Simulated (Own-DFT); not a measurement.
Simulation results for Hf31O64 (monoclinic hafnia with one vacancy, atoms displaced)

All values are calculated (Own-DFT development build). A calculation, not a measurement: plane-wave PBE density functional theory by an unreviewed code, no spin, of a simulated periodic cell, stress positive in tension, free energy of the whole cell less one offset for each atom, defect cell not probed for a lower state with spin; hafnium file: forces about 75 meV/angstrom off all-electron values; oxygen file: force components 24 meV/angstrom off all-electron in one glass; forces on such cells passed a denser k mesh, this cell's mesh not checked; offsets are fitted by least squares, one for each functional and potential file, so energies compare only between cells with the same atoms and settings and are not formation energies; the far tail of each file's local potential was reset to the Coulomb form; each entry is a single point on an unrelaxed cell, so the pressure reflects the starting lattice, mostly measured values, from which strain is counted, and rises with the displacements; printed positions are rounded, which can move forces by about a meV/angstrom; the program is a retired in-house code; no spin-orbit coupling; before rounding, a Quantum ESPRESSO 7.3.1 run of the same cell and cutoff gave forces within 1 meV/angstrom rms on each cell, which checks the program and not the settings.

Hf31O64 (monoclinic hafnia with one vacancy, atoms displaced)

```
Hf31O64
1.0
     10.2340     0.0000     0.0000
      0.0000    10.3500     0.0000
     -1.6955     0.0000    10.4453
Hf O Hf O Hf O Hf O Hf O Hf O Hf O Hf O
4 8 4 8 4 8 3 8 4 8 4 8 4 8 4 8
Direct
  0.13686 0.02544 0.09363
  0.36354 0.27322 0.15574
  0.35314 0.47801 0.38723
  0.14199 0.23857 0.35872
  0.03290 0.15757 0.18360
  0.45983 0.41948 0.07789
  0.46931 0.33296 0.32278
  0.03628 0.08936 0.43154
  0.23180 0.38199 0.23399
  0.28384 0.11461 0.00861
  0.25458 0.11475 0.26274
  0.22838 0.35598 0.48416
  0.13185 0.01996 0.59928
  0.35249 0.25688 0.65074
  0.36535 0.47306 0.90567
  0.12995 0.21632 0.84878
  0.03701 0.16939 0.65534
  0.45274 0.40273 0.57529
  0.44968 0.33414 0.82544
  0.03110 0.08226 0.92919
  0.23023 0.38639 0.74696
  0.28389 0.11933 0.50297
  0.27813 0.13381 0.75787
  0.22106 0.37565 0.97210
  0.14066 0.50374 0.11057
  0.35842 0.77079 0.14616
  0.35177 0.97253 0.40065
  0.14582 0.73044 0.34948
  0.03370 0.66473 0.17668
  0.46749 0.91141 0.08507
  0.45842 0.84789 0.31446
  0.04692 0.58849 0.43234
  0.23158 0.89023 0.23171
  0.27788 0.64298 0.01431
  0.27643 0.61171 0.26600
  0.24628 0.87001 0.48585
  0.13558 0.52227 0.59805
  0.37319 0.76299 0.63896
  0.36324 0.97612 0.89740
  0.01808 0.67257 0.66823
  0.45976 0.91955 0.57596
  0.45199 0.82001 0.83675
  0.04154 0.58886 0.91513
  0.22147 0.87969 0.74182
  0.26992 0.63158 0.51250
  0.26854 0.60738 0.76439
  0.20994 0.86605 0.98927
  0.63512 0.02243 0.09870
  0.85513 0.27281 0.15723
  0.86539 0.50024 0.39498
  0.63651 0.22900 0.34323
  0.53286 0.16928 0.17582
  0.95691 0.43277 0.07148
  0.96914 0.33035 0.32712
  0.53858 0.07836 0.42431
  0.72137 0.37539 0.24615
  0.77374 0.11482 0.00727
  0.76314 0.11643 0.26784
  0.72725 0.37197 0.48453
  0.62797 0.00676 0.59982
  0.87243 0.27356 0.64142
  0.86401 0.48067 0.90129
  0.65115 0.22889 0.85849
  0.53029 0.16465 0.68127
  0.95473 0.41885 0.57720
  0.94894 0.33148 0.82002
  0.54241 0.08685 0.91774
  0.72761 0.37411 0.75241
  0.77519 0.12688 0.51396
  0.77355 0.11929 0.75819
  0.71324 0.37074 0.98972
  0.64063 0.52541 0.11079
  0.86555 0.77125 0.15647
  0.85789 0.98683 0.39206
  0.62338 0.72687 0.35152
  0.52649 0.66499 0.17391
  0.96769 0.90850 0.07502
  0.97398 0.82365 0.32338
  0.52171 0.58689 0.40946
  0.72784 0.87251 0.24451
  0.78093 0.62588 0.01464
  0.77433 0.62936 0.26569
  0.73484 0.86621 0.50400
  0.64261 0.51395 0.60308
  0.86696 0.78576 0.64311
  0.86492 0.97100 0.89257
  0.63073 0.73755 0.85296
  0.52683 0.67289 0.67639
  0.95774 0.91319 0.57715
  0.96621 0.83391 0.81658
  0.53763 0.58941 0.93435
  0.72367 0.87729 0.74587
  0.77298 0.62353 0.50902
  0.77342 0.61628 0.75792
  0.72043 0.86932 0.97137
```

- functional: PBE
- potential files: PseudoDojo norm-conserving, scalar-relativistic, standard set
- wave cutoff: 72 hartree
- occupations: Fermi-Dirac
- smearing width: 0.1 eV
- k mesh: 2 x 2 x 2 centred on Gamma
- free energy of cell above offsets: -66.571 eV
- pressure: 8.84 GPa
- stress xx: -9.68 GPa
- stress yy: -7.46 GPa
- stress zz: -9.38 GPa
- stress yz: 1.09 GPa
- stress xz: -1.09 GPa
- stress xy: 0.26 GPa

Force:
```tsv
element	x (eV/Å)	y (eV/Å)	z (eV/Å)
Hf	0.029	-2.416	2.631
Hf	1.099	-2	-2.451
Hf	2.262	-1.132	3.704
Hf	-0.851	-4.818	-1.58
O	-2.178	1.535	-1.303
O	0.387	-0.878	2.089
O	-1.465	1.095	0.307
O	-0.783	-0.491	-1.418
O	-0.958	-1.756	1.555
O	-0.622	2.067	0.246
O	2.178	1.826	-0.451
O	-0.652	2.933	1.254
Hf	1.654	-2.1	1.067
Hf	2.843	2.697	-0.998
Hf	-0.245	3.082	-2.941
Hf	0.75	2.759	0.184
O	0.5	0.294	2.108
O	2.201	2.299	-0.63
O	2.627	-1.121	0.756
O	0.272	1.619	-1.893
O	-1.771	-1.032	-2.438
O	-1.494	0.913	1.562
O	-2.131	-3.024	1.657
O	-2.108	-1.96	2.879
Hf	-0.873	5.451	-4.479
Hf	-1.403	1.177	-2.165
Hf	3.201	4.168	-3.97
Hf	-0.232	0.672	-0.211
O	1.284	-1.643	0.066
O	0.768	1.155	-1.671
O	2.214	-1.883	1.889
O	-1.821	-0.311	-2.33
O	-1.53	-1.982	0.912
O	-0.305	-2.595	0.784
O	-0.561	1.468	-1.187
O	-4.85	-2.654	0.93
Hf	-0.006	0.652	5.387
Hf	-5.734	1.717	2.473
Hf	-1.169	-1.596	-0.669
O	2.495	-2.925	-1.234
O	0.399	-1.124	1.014
O	0.749	0.539	-0.533
O	-0.876	-1.299	0.668
O	0.972	1.775	-1.342
O	1.084	-0.844	-0.763
O	0.742	0.4	-1.501
O	1.757	1.317	0.414
Hf	-0.571	-1.317	-0.175
Hf	2.027	-1.008	-1.655
Hf	-0.631	-2.308	1.35
Hf	-1.067	-0.453	4.962
O	0.031	-0.828	-1.556
O	0.123	-2.72	3.011
O	-1.43	1.885	-0.157
O	-0.155	0.287	-0.497
O	0.842	1.219	-0.961
O	0.775	1.953	1.64
O	1.835	0.44	-2.295
O	-0.638	0.592	0.424
Hf	1.967	3.524	1.067
Hf	-4.132	-1.375	-0.33
Hf	-0.539	2.415	-2.716
Hf	-1.305	-0.248	-2.081
O	0.485	-0.746	-0.515
O	2.444	1.973	-0.88
O	3.111	-1.367	1.318
O	-1.978	-1.539	1.064
O	-0.922	1.069	-2.384
O	0.639	-0.307	-0.913
O	0.644	-0.409	0.397
O	0.789	-0.06	1.879
Hf	-0.502	0.275	-2.124
Hf	0.769	-0.082	-3.036
Hf	0.285	-1.413	2.086
Hf	0.726	1.891	0.265
O	1.319	-0.617	0.557
O	-0.708	0.249	0.077
O	-0.869	2.13	1.915
O	-0.124	-0.901	1.638
O	-0.268	1.26	-0.338
O	-0.585	0.322	0.79
O	-0.421	-0.859	-0.418
O	-2.323	0.773	-3.343
Hf	-0.649	-0.882	1.096
Hf	-2.518	-4.866	3.574
Hf	-0.672	-0.709	-0.354
Hf	0.906	-2.293	0.545
O	3.944	-3.075	-0.997
O	4.246	4.384	-2.35
O	-0.487	1.055	0.893
O	0.153	-0.417	0.021
O	-0.623	0.114	-1.292
O	-0.457	0.164	-0.501
O	-1.09	-0.111	-0.158
O	-0.244	0.911	3.082
```
